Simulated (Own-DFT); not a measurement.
Simulation results for SiC (4H silicon carbide, atoms displaced)

All values are calculated (Own-DFT development build). A calculation, not a measurement: plane-wave PBE density functional theory by an unreviewed code, no spin, of a simulated periodic cell, stress positive in tension, free energy of the whole cell less one offset for each atom, forces on such cells passed a denser k mesh, this cell's mesh not checked; offsets are fitted by least squares, one for each functional and potential file, so energies compare only between cells with the same atoms and settings and are not formation energies; the far tail of each file's local potential was reset to the Coulomb form; each entry is a single point on an unrelaxed cell, so the pressure reflects the starting lattice, mostly measured values (interpolated for alloys), from which strain is counted, and rises with the displacements; printed positions are rounded, which can move forces by about a meV/angstrom; the program, named Own-DFT, is a retired in-house code; no spin-orbit coupling.

Settings shared by all entries: functional PBE; potential files PseudoDojo norm-conserving, scalar-relativistic, standard set; wave cutoff 42 hartree; occupations Fermi-Dirac; smearing width 0.1 eV; hardware one NVIDIA H100; k mesh 4 x 4 x 3 centred on Gamma.

(1) SiC (4H silicon carbide, atoms displaced)

```xyz
72
Lattice="9.2481 0.0000 0.0000 -4.6241 8.0091 0.0000 0.0000 0.0000 10.0681" Properties=species:S:1:pos:R:3 SiC
Si     0.0643     0.0068     4.1207
Si    -0.0402     1.7744     1.4983
C      9.1979     0.0459     1.0323
C     -0.0541     1.7954     3.4345
Si    -1.4836     2.7455     4.0980
Si    -1.4861     4.4048     1.5831
C     -1.4890     2.7016     1.0062
C     -1.5149     4.3942     3.4802
Si    -3.0471     5.3135     3.9847
Si    -3.0701     7.0761     1.6550
C      6.1581     5.3456     0.8178
C     -3.1296     7.1432     3.3887
Si     3.0445     0.0169     4.0294
Si     3.0798     1.7806     1.6441
C     -1.3944     7.9352     1.0135
C      3.0385     1.7573     3.4874
Si     1.5244     2.7279     4.0868
Si     1.4132     4.5257     1.6054
C      1.5215     2.6716     0.9488
C      1.5286     4.4851     3.4698
Si     0.0370     5.3071     3.9875
Si     0.0035     7.2397     1.4595
C      0.0202     5.3457     0.9120
C      0.0932     6.9507     3.3247
Si     6.1830     0.0495     4.0633
Si     6.2704     1.7200     1.5707
C      1.5280     7.9429     0.9177
C      6.1153     1.7796     3.4868
Si     4.7439     2.6955     4.0567
Si     4.4889     4.3588     1.5400
C      4.6890     2.5844     0.9294
C      4.6411     4.4481     3.3731
Si     3.0879     5.3499     3.9980
Si     3.0442     7.1017     1.5610
C      3.0723     5.4342     0.8667
C      3.0920     7.0419     3.5096
Si     9.2047     0.0072     9.0243
Si     4.7147     6.1588     6.5320
C      4.6054     7.9721     6.0167
C      4.7401     6.2459     8.4747
Si     6.1587     5.3201     9.1366
Si     6.2072     3.5865     6.5467
C     -3.0716     5.4748     6.0181
C      6.1426     3.5726     8.5642
Si     7.6729     2.5977     9.1884
Si     7.6509     0.9294     6.5801
C     -1.5318     2.6867     6.0279
C      7.6856     0.8821     8.5511
Si     6.1512     0.0895     9.1760
Si     1.5161     6.3128     6.3667
C      1.4626     7.9397     5.9921
C      1.5301     6.2941     8.5133
Si     3.0765     5.3236     9.0287
Si     3.2459     3.5979     6.6031
C      3.0080     5.3392     6.0024
C      3.0984     3.6268     8.4078
Si     4.5873     2.6554     9.1980
Si     4.6410     1.0081     6.4939
C      4.5167     2.6196     6.0105
C      4.5758     0.8468     8.4947
Si    -1.4905     7.9835     9.2210
Si    -1.5290     6.2744     6.7195
C     -1.6853     7.9399     5.9946
C     -1.5329     6.1194     8.4633
Si    -0.0177     5.2568     9.2107
Si     0.0177     3.5237     6.5813
C      0.1686     5.3721     5.9360
C      0.0014     3.4923     8.4929
Si     1.4609     2.6367     9.1271
Si     1.5685     0.8061     6.5767
C      1.5291     2.5664     5.9867
C      1.5290     0.9310     8.4364
```

| Property | Result |
| --- | --- |
| free energy of cell above offsets | -1.233 eV |
| pressure | 7.05 GPa |
| stress xx | -6.38 GPa |
| stress yy | -8.57 GPa |
| stress zz | -6.22 GPa |
| stress yz | 0.59 GPa |
| stress xz | 0.13 GPa |
| stress xy | 3.1 GPa |
| wall time | 347.8 s |

Force:
```
element  x (eV/Å)  y (eV/Å)  z (eV/Å)
     Si    -2.184     0.291    -0.192
     Si     1.767     0.017     2.139
      C     0.904     -1.54    -2.181
      C     1.092    -0.066     0.271
     Si    -0.824    -2.989     0.716
     Si    -1.476     2.117    -0.778
      C     -1.36    -1.155    -1.319
      C    -0.228     1.943     -1.04
     Si    -0.481       1.3     1.564
     Si    -0.562     0.353    -4.282
      C     0.112    -0.674     4.746
      C     1.417     -1.09     2.713
     Si     0.992    -1.913     1.124
     Si     0.108    -0.414    -1.427
      C    -7.081     3.609    -1.665
      C     1.211     1.374     0.011
     Si    -0.261    -1.468     0.752
     Si     3.515    -1.454    -1.071
      C     0.448     0.277     0.136
      C     1.094    -1.338    -1.057
     Si    -0.755     0.318     2.811
     Si     3.726    -5.341     3.347
      C    -2.006     0.765     1.453
      C     -1.21      4.37      0.89
     Si    -0.398    -2.636      0.12
     Si    -1.485     0.576     0.359
      C     1.574     2.447     0.756
      C      2.93    -0.128    -0.896
     Si    -4.074     0.196     0.775
     Si     2.091     1.728     -1.67
      C    -1.168      0.43     1.717
      C    -0.006    -0.356     1.402
     Si     0.019    -1.323     2.394
     Si     1.222     0.411     0.729
      C    -0.675    -2.908     0.805
      C     0.169     3.147    -1.217
     Si     1.744    -0.616     1.782
     Si    -4.597     2.436     2.368
      C    -0.379     0.488    -0.801
      C    -2.226    -0.293    -0.677
     Si     0.538     0.303    -1.788
     Si    -1.198     0.683     2.316
      C     2.829    -4.334    -3.182
      C     0.206    -1.515    -1.193
     Si     0.419     2.092    -1.208
     Si      0.71    -1.809     1.021
      C    -0.502     0.151    -1.815
      C    -0.585     0.445    -1.465
     Si    -0.467    -2.566    -2.233
     Si     2.044    -3.285      5.93
      C      0.91       6.3    -2.486
      C    -0.273    -0.588    -0.668
     Si     0.035     2.236     0.263
     Si    -5.788     0.764     0.341
      C     3.188    -0.239    -2.177
      C    -0.164    -2.115     2.403
     Si    -0.089     0.148    -2.693
     Si    -1.822    -5.758     3.317
      C     4.781     3.017    -3.629
      C     0.895     1.706    -0.347
     Si    -1.629    -0.528    -2.186
     Si     1.523    -1.043    -2.824
      C     4.314     0.547    -2.102
      C     0.325     1.256     3.184
     Si     1.144     0.999    -3.704
     Si     1.717     1.129      0.88
      C    -5.539    -2.424    -1.244
      C    -1.386     0.681     0.349
     Si     2.231     0.663    -0.748
     Si    -2.335      2.11     0.999
      C     0.741      1.61    -0.736
      C     0.525    -1.532     1.821
```

(2) SiC (4H silicon carbide, atoms displaced)

```xyz
72
Lattice="9.2481 0.0000 0.0000 -4.6241 8.0091 0.0000 0.0000 0.0000 10.0681" Properties=species:S:1:pos:R:3 SiC
Si     9.2065     0.0448     3.9640
Si    -0.0796     1.6802     1.5076
C      4.5932     7.8448     1.0097
C      0.0609     1.7533     3.5338
Si    -1.5438     2.7195     4.0712
Si    -1.4985     4.3912     1.6650
C      7.6202     2.6556     0.9962
C     -1.5556     4.4496     3.4452
Si    -2.9803     5.4079     4.0526
Si    -2.9993     7.1463     1.4322
C     -3.0900     5.5427     0.9669
C     -3.0222     7.1503     3.5604
Si    -1.4800     7.9472     4.1114
Si     2.9309     1.7805     1.6277
C      3.0725     0.0382     0.9951
C      3.1385     1.8014     3.4808
Si     1.5457     2.7520     3.9911
Si     1.4295     4.4240     1.6302
C      1.5225     2.6807     0.9440
C      1.6078     4.5129     3.5316
Si     0.0079     5.2541     4.0763
Si     0.0468     7.0244     1.5077
C     -0.0381     5.2542     0.8119
C      0.1004     7.1080     3.3867
Si     6.2315     0.0101     3.9858
Si     6.1194     1.8187     1.6384
C      6.1097     0.0003     0.9449
C      6.2395     1.9186     3.4812
Si     4.6629     2.6941     4.0312
Si     4.6368     4.5592     1.5433
C      4.6122     2.7626     1.0138
C      4.6177     4.4662     3.4381
Si     3.0809     5.3746     4.0839
Si     3.0637     7.1140     1.6076
C      3.0626     5.3640     0.9538
C      3.0771     7.1469     3.4372
Si     4.5727     7.9870     9.1507
Si     4.5472     6.2874     6.6182
C     -4.5957     7.9987     5.9904
C      4.5059     6.1697     8.4943
Si     6.1029     5.3727     9.1281
Si     6.0675     3.5201     6.7899
C      6.1308     5.3942     5.9012
C      6.1759     3.4863     8.5020
Si    -1.5185     2.6705     9.1475
Si     7.6097     0.8303     6.5137
C      7.7087     2.6121     5.9654
C      7.8157     0.9616     8.5337
Si     6.1914     0.0585     9.0621
Si     1.4836     6.2500     6.6372
C      1.5108     7.9836     5.9777
C      1.6139     6.2689     8.4945
Si     3.0000     5.3641     9.1693
Si     3.0559     3.6037     6.6985
C      3.0441     5.3424     5.8693
C      3.0857     3.4767     8.5225
Si     4.5145     2.6588     9.1230
Si     4.6371     0.9793     6.5115
C      4.5935     2.7096     5.9713
C      4.5710     0.7502     8.5297
Si     3.0233     0.0700     9.1179
Si    -1.4242     6.2833     6.6186
C     -1.5355     7.9297     5.9485
C     -1.4840     6.2440     8.4725
Si    -0.0684     5.3755     9.2650
Si    -0.0892     3.5614     6.5768
C     -0.0947     5.4266     5.9201
C      0.0188     3.6016     8.5107
Si     1.5686     2.7169     9.2457
Si     1.5847     0.9301     6.5303
C      1.4805     2.6045     5.9926
C      1.5763     0.9548     8.5309
```

| Property | Result |
| --- | --- |
| free energy of cell above offsets | -2.862 eV |
| pressure | 6.06 GPa |
| stress xx | -5.3 GPa |
| stress yy | -5.6 GPa |
| stress zz | -7.29 GPa |
| stress yz | 0.51 GPa |
| stress xz | -0.77 GPa |
| stress xy | 0.11 GPa |
| wall time | 352.4 s |

Force:
```
element  x (eV/Å)  y (eV/Å)  z (eV/Å)
     Si     2.354    -2.134     3.281
     Si     0.606     0.681     1.392
      C     0.614     3.014    -1.606
      C    -1.448     2.446     -2.83
     Si     1.503    -0.735     1.723
     Si    -1.768     1.186    -2.912
      C     1.441    -0.024    -0.845
      C     1.761     0.125     0.643
     Si    -3.144    -0.573     1.243
     Si    -1.242     2.469     4.585
      C     0.702    -6.568    -1.647
      C    -0.854     0.373    -2.994
     Si    -0.012     1.266    -0.912
     Si       3.8     0.262     0.136
      C     1.407      0.14    -1.745
      C    -1.062    -0.607     0.174
     Si     1.257    -2.314     3.034
     Si     2.471     0.744    -0.905
      C    -1.835    -0.261     2.022
      C      -2.3    -1.006    -2.074
     Si     0.105     2.666     0.448
     Si    -1.341     1.776     0.675
      C     0.193     0.284     8.331
      C    -1.122    -0.941     0.573
     Si    -1.393      0.99     1.665
     Si    -1.039    -0.599    -1.265
      C      1.42     0.462    -0.367
      C    -1.422    -2.908    -0.294
     Si    -0.655     1.163     1.075
     Si    -0.211    -0.706     0.898
      C    -0.922    -0.977    -1.304
      C     0.717     1.083    -0.037
     Si     2.053     0.108    -0.548
     Si    -1.456    -0.582    -1.071
      C     -1.43    -0.561     0.453
      C     0.612    -0.492     0.113
     Si     1.623    -0.315    -0.511
     Si     1.354    -1.333    -1.462
      C    -1.486     0.834    -0.966
      C     1.493     0.993     0.206
     Si     1.191    -0.429    -0.713
     Si     1.744     1.633    -5.931
      C     0.692    -0.958     2.758
      C    -1.045     0.995     3.575
     Si     0.157     0.833     -0.08
     Si     3.537     1.217     1.563
      C    -1.736     0.962     0.066
      C    -2.616    -1.056    -1.177
     Si     0.303    -0.334     1.263
     Si     0.607    -0.986    -1.145
      C    -0.664     0.357    -1.431
      C    -2.423    -0.111     0.354
     Si     1.161    -1.308    -0.136
     Si    -0.844     -0.89    -2.726
      C    -0.527     0.409     3.342
      C    -1.426     2.853     0.336
     Si     3.253    -1.783     1.738
     Si    -1.233     -2.21     1.683
      C    -0.219     0.322     0.038
      C     1.362     3.391    -1.597
     Si     0.657    -1.993     0.644
     Si    -4.498    -0.915      0.47
      C     0.985     3.134     0.278
      C    -1.926      0.34     1.335
     Si      1.22    -0.367    -8.706
     Si     1.279    -0.143     0.898
      C     3.073    -2.865     0.053
      C    -0.225     0.245     0.593
     Si    -1.357      -0.7    -3.643
     Si    -0.974    -2.124     1.535
      C     0.842     3.581    -1.288
      C    -1.699    -0.528    -0.323
```

(3) SiC (4H silicon carbide, atoms displaced)

```xyz
72
Lattice="9.2481 0.0000 0.0000 -4.6241 8.0091 0.0000 0.0000 0.0000 10.0681" Properties=species:S:1:pos:R:3 SiC
Si    -4.4704     7.9918     4.2109
Si     0.0384     1.7868     1.5562
C      4.6274     7.9335     1.0387
C     -0.0008     1.7444     3.4445
Si    -1.5529     2.7184     4.1641
Si    -1.5312     4.3342     1.6779
C     -1.5244     2.6673     0.8868
C     -1.5693     4.5172     3.4791
Si     6.0904     5.4031     4.1401
Si    -3.0098     7.0213     1.4759
C      6.1344     5.3552     0.8441
C     -3.0830     7.1552     3.4398
Si     3.1692     0.0871     4.0190
Si     3.1880     1.7264     1.6218
C      3.0650     0.0123     1.0008
C      2.9991     1.6626     3.5712
Si     1.5276     2.6955     4.1719
Si     1.5453     4.4321     1.6404
C      1.5816     2.5487     0.8959
C      1.4715     4.4320     3.4356
Si     0.0303     5.4264     4.0201
Si     0.0673     7.0544     1.5918
C      0.0172     5.2218     0.9573
C     -0.0676     7.1410     3.5335
Si     6.0685     0.1155     4.1068
Si     6.2766     1.7525     1.5052
C      6.2005     0.0188     1.0901
C      6.1865     1.7440     3.4030
Si     4.5895     2.5580     4.1923
Si     4.6468     4.4367     1.4680
C      4.6382     2.6721     0.9833
C      4.5578     4.5310     3.2987
Si     3.0709     5.2655     4.0411
Si     3.1339     7.0298     1.6155
C      3.0859     5.2752     0.9599
C      3.1242     7.1424     3.4490
Si    -0.0119     0.0556     9.1329
Si     4.5985     6.1849     6.6875
C      4.5549     7.9774     5.9369
C      4.5420     6.1358     8.5461
Si    -3.0739     5.4773     9.0900
Si     6.3028     3.4554     6.6482
C     -3.0963     5.4316     5.8246
C      6.1144     3.5112     8.5712
Si     7.5705     2.5442     9.1765
Si     7.7791     0.7961     6.6280
C      7.6411     2.7353     5.9384
C      7.6879     0.9228     8.4742
Si     1.5952     7.8684     9.1647
Si     1.5161     6.2374     6.5538
C      6.1476     0.0083     5.9747
C      1.5940     6.3007     8.4543
Si     3.0833     5.3823     9.1820
Si     3.1283     3.5657     6.6541
C      2.8927     5.2653     6.0167
C      3.0133     3.6192     8.4822
Si     4.6407     2.6783     9.2123
Si     4.6473     0.8398     6.4820
C      4.6362     2.6757     5.9134
C      4.6027     0.8014     8.5269
Si    -1.6223     7.9769     9.1901
Si    -1.5206     6.2719     6.6099
C     -1.5535     8.0073     5.9379
C     -1.5793     6.2082     8.4912
Si    -0.0518     5.4123     9.1589
Si    -0.0213     3.5209     6.6218
C      0.1606     5.3309     6.0135
C     -0.0180     3.5939     8.4746
Si     1.5696     2.5591     9.1248
Si     1.5573     0.8154     6.5323
C      1.5048     2.7477     5.9925
C      1.6007     0.9883     8.5634
```

| Item | Value |
| --- | --- |
| free energy of cell above offsets | -0.839 eV |
| pressure | 6.92 GPa |
| stress xx | -4.67 GPa |
| stress yy | -7.12 GPa |
| stress zz | -8.98 GPa |
| stress yz | -1.19 GPa |
| stress xz | 1.76 GPa |
| stress xy | 0.99 GPa |
| wall time | 344.8 s |

Force:
```
element  x (eV/Å)  y (eV/Å)  z (eV/Å)
     Si    -3.244     0.319     -5.06
     Si    -0.014    -1.635     0.676
      C     0.486     1.103    -2.584
      C     0.025      1.34     1.694
     Si     0.337    -0.886    -3.015
     Si     -0.61     2.068    -2.363
      C     0.609    -0.861     1.804
      C         0    -0.741     1.061
     Si     0.127    -0.299    -5.297
     Si    -1.894     2.088     3.058
      C      1.58    -1.681     1.015
      C     1.884    -0.876    -0.148
     Si    -3.605    -5.689     2.372
     Si    -2.166     0.879     0.237
      C     1.837    -1.732    -0.812
      C      1.28     6.301    -2.429
     Si    -1.132    -0.736    -1.545
     Si     0.569    -1.819    -2.402
      C     0.622     1.584     1.732
      C     1.042     0.044     0.865
     Si    -0.896    -1.908     2.415
     Si    -1.271     0.569     0.268
      C    -0.507     1.746     0.432
      C      2.43     0.433    -2.025
     Si     3.095    -3.138    -0.744
     Si    -1.936     0.898     1.991
      C     0.423    -2.463    -2.833
      C    -0.585      2.48     0.951
     Si     0.543     2.079    -4.794
     Si    -0.201     0.437     1.146
      C     1.143    -0.941    -0.049
      C     1.442    -2.055     2.816
     Si    -0.658     2.345     0.692
     Si    -0.285     0.975      0.73
      C    -0.731     0.667    -0.419
      C    -0.859    -0.657     2.114
     Si     0.324    -0.716     1.121
     Si    -0.953    -0.677      -2.1
      C     2.226    -0.768     3.258
      C     2.527     3.237    -1.103
     Si     -1.18     -3.92     0.362
     Si     -5.37      3.14     1.028
      C      0.26    -1.356     6.827
      C     0.981     1.444    -1.361
     Si     2.459     3.831    -1.806
     Si      -2.9     2.277    -0.597
      C     4.133    -3.122     0.765
      C     0.401    -2.485     0.358
     Si    -1.601     4.171     0.645
     Si     1.097      1.32     1.782
      C     1.386    -0.166    -0.511
      C    -0.955    -2.936     0.434
     Si    -2.324    -2.189    -0.511
     Si    -1.355    -0.436    -0.338
      C     4.618     0.605    -1.628
      C     1.551    -1.201     1.564
     Si    -2.178    -1.327    -2.077
     Si    -1.263     1.293     3.532
      C      0.61    -0.078     3.456
      C     0.439     0.793    -0.113
     Si     2.291     1.079    -0.766
     Si      0.44    -1.165    -1.427
      C     0.779    -0.144    -0.292
      C     0.401     1.615    -0.392
     Si     1.665    -2.268    -1.009
     Si     0.303     1.613     0.461
      C    -5.238    -0.727    -1.721
      C    -0.677    -1.125     1.344
     Si    -0.785     6.428     0.505
     Si    -0.469     2.351     1.543
      C     1.078    -2.625     0.365
      C    -1.596    -6.002    -3.146
```
